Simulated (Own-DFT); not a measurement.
## Calculated data, SiGe$_{3}$ (diamond-structure random alloy, atoms displaced)

A calculation, not a measurement: plane-wave PBE density functional theory by an unreviewed code, no spin, of a simulated periodic cell, stress positive in tension, free energy of the whole cell less one offset for each atom, forces on such cells passed a denser k mesh, this cell's mesh not checked; offsets are fitted by least squares, one for each functional and potential file, so energies compare only between cells with the same atoms and settings and are not formation energies; the far tail of each file's local potential was reset to the Coulomb form; each entry is a single point on an unrelaxed cell, so the pressure reflects the starting lattice, mostly measured values, from which strain is counted, and rises with the displacements; printed positions are rounded, which can move forces by about a meV/angstrom; the program is a retired in-house code; no spin-orbit coupling. Program: Own-DFT development build.

## SiGe$_{3}$ (diamond-structure random alloy, atoms displaced)

```
SiGe3
1.0
     11.2025     0.0000     0.0000
      0.0000    11.2025     0.0000
      0.0000     0.0000    11.2025
Ge Si Ge Si Ge Si Ge Si Ge Si Ge Si Ge Si Ge Si Ge Si Ge Si Ge Si Ge Si Ge
1 2 1 1 1 1 3 1 9 3 6 1 7 1 4 1 5 1 1 2 1 1 6 1 3
Direct
  0.00236 0.00353 0.00157
  0.99836 0.25440 0.24685
  0.24287 0.00760 0.24818
  0.23728 0.25183 0.00367
  0.12195 0.12375 0.12802
  0.12491 0.37640 0.37325
  0.38324 0.12960 0.37998
  0.37155 0.37671 0.13560
  0.99998 0.00295 0.49763
  0.00139 0.25270 0.74328
  0.23572 0.99521 0.75166
  0.24500 0.24718 0.49809
  0.11894 0.12888 0.63373
  0.12769 0.36578 0.86974
  0.38033 0.12215 0.87164
  0.37334 0.37264 0.62556
  0.00057 0.50232 0.99189
  0.98632 0.74128 0.25650
  0.25141 0.49974 0.25943
  0.26068 0.74684 0.99669
  0.12795 0.62132 0.13100
  0.11888 0.87758 0.37446
  0.37060 0.62308 0.37566
  0.38237 0.87480 0.13185
  0.98822 0.49849 0.50839
  0.99369 0.74571 0.74830
  0.25806 0.50125 0.75352
  0.25498 0.74660 0.50520
  0.13499 0.61420 0.62434
  0.12687 0.86977 0.87082
  0.36874 0.62907 0.86897
  0.37189 0.87314 0.62673
  0.50727 0.99976 0.00389
  0.49062 0.25320 0.25738
  0.74286 0.00213 0.24909
  0.74337 0.25318 0.99814
  0.63023 0.12349 0.12134
  0.62335 0.37845 0.37825
  0.87868 0.12668 0.37571
  0.88138 0.37705 0.12591
  0.49820 0.00391 0.51113
  0.49745 0.24778 0.74607
  0.75086 0.99654 0.74688
  0.74674 0.25160 0.50552
  0.61867 0.12775 0.62813
  0.61925 0.36363 0.88180
  0.87703 0.11801 0.86520
  0.87470 0.37319 0.63179
  0.49834 0.50456 0.00145
  0.49835 0.75147 0.24959
  0.75163 0.50996 0.25032
  0.75373 0.74846 0.99269
  0.62488 0.63771 0.12286
  0.61987 0.86920 0.37427
  0.87524 0.62892 0.38076
  0.87174 0.86904 0.12232
  0.49739 0.49483 0.49638
  0.49818 0.73760 0.75833
  0.74557 0.49498 0.75135
  0.74619 0.74493 0.50437
  0.61443 0.62957 0.62466
  0.63188 0.87469 0.87408
  0.87399 0.63172 0.87116
  0.87721 0.87767 0.62546
```

```
functional                        : PBE
potential files                   : PseudoDojo norm-conserving, scalar-relativistic, standard set
wave cutoff                       : 42 hartree
occupations                       : Fermi-Dirac
smearing width                    : 0.1 eV
k mesh                            : 3 x 3 x 3 centred on Gamma
free energy of cell above offsets : -5.207 eV
pressure                          : 3.9 GPa
stress xx                         : -3.78 GPa
stress yy                         : -3.91 GPa
stress zz                         : -4.01 GPa
stress yz                         : 0.84 GPa
stress xz                         : 0.09 GPa
stress xy                         : -0.01 GPa
```

Force:
```
element  x (eV/Å)  y (eV/Å)  z (eV/Å)
     Ge     0.264    -1.056    -0.322
     Si     0.671    -0.798     0.344
     Si      0.97    -0.652      0.98
     Ge     1.733     -0.93      0.49
     Si    -0.422     0.648     0.172
     Ge    -1.228    -0.273     0.566
     Si    -1.688     -1.13     0.053
     Ge    -0.008     0.399    -1.615
     Ge     0.443    -0.249     0.415
     Ge    -0.751    -0.165     1.286
     Si     1.371     0.298    -0.009
     Ge     0.431    -0.227     0.222
     Ge     1.099    -1.249    -1.411
     Ge    -0.394     1.568     0.008
     Ge    -1.559    -0.485     0.562
     Ge    -0.153      0.06     -0.48
     Ge     0.715     0.059     0.555
     Ge     2.438     1.493    -1.347
     Ge    -0.445     0.725    -0.682
     Ge    -1.777     1.045     1.378
     Si    -0.286      0.29    -0.562
     Si     0.735    -0.525    -0.302
     Si     0.865     0.365     0.201
     Ge    -1.507     1.124    -0.757
     Ge     1.471    -0.005    -0.841
     Ge     1.872     0.594    -0.537
     Ge     -0.83    -1.392    -0.291
     Ge    -0.831     0.434    -1.405
     Ge    -1.384     0.652     0.109
     Si    -0.599    -0.082     0.868
     Ge     1.039    -1.594     1.655
     Ge     0.022     0.369     1.211
     Ge    -0.528    -0.333    -0.601
     Ge       1.9    -0.221    -0.404
     Ge     0.738    -1.007     0.784
     Ge      2.18    -0.945     0.561
     Ge    -0.976     1.079      0.81
     Si     0.826     0.003    -0.931
     Ge    -0.772     0.529    -0.552
     Ge    -1.161     0.566    -0.271
     Ge    -0.049    -1.024    -1.644
     Ge    -0.267     0.491     0.658
     Si    -0.408     0.328    -0.292
     Ge     0.075     0.051    -0.776
     Ge     1.623    -0.619     0.267
     Ge    -0.937     1.983    -0.794
     Ge    -0.474     0.798     0.714
     Ge    -0.971     0.115    -0.364
     Si    -0.242    -0.345     0.111
     Ge    -0.122    -0.762     1.341
     Si    -0.433      -0.9     0.131
     Si    -0.356      0.47     0.579
     Ge       0.5    -1.235    -0.479
     Si     0.361      0.93     0.812
     Ge    -1.351    -1.516     0.647
     Ge    -0.134      0.54     0.036
     Ge    -0.025     1.013      0.35
     Ge      0.88     2.188    -1.133
     Ge    -0.769     0.785     0.176
     Ge     -0.48     1.015     0.013
     Si      0.68    -1.491     -0.13
     Ge    -0.298    -0.264    -0.056
     Ge    -0.709    -1.397     0.364
     Ge    -0.577    -0.138     -0.44
```
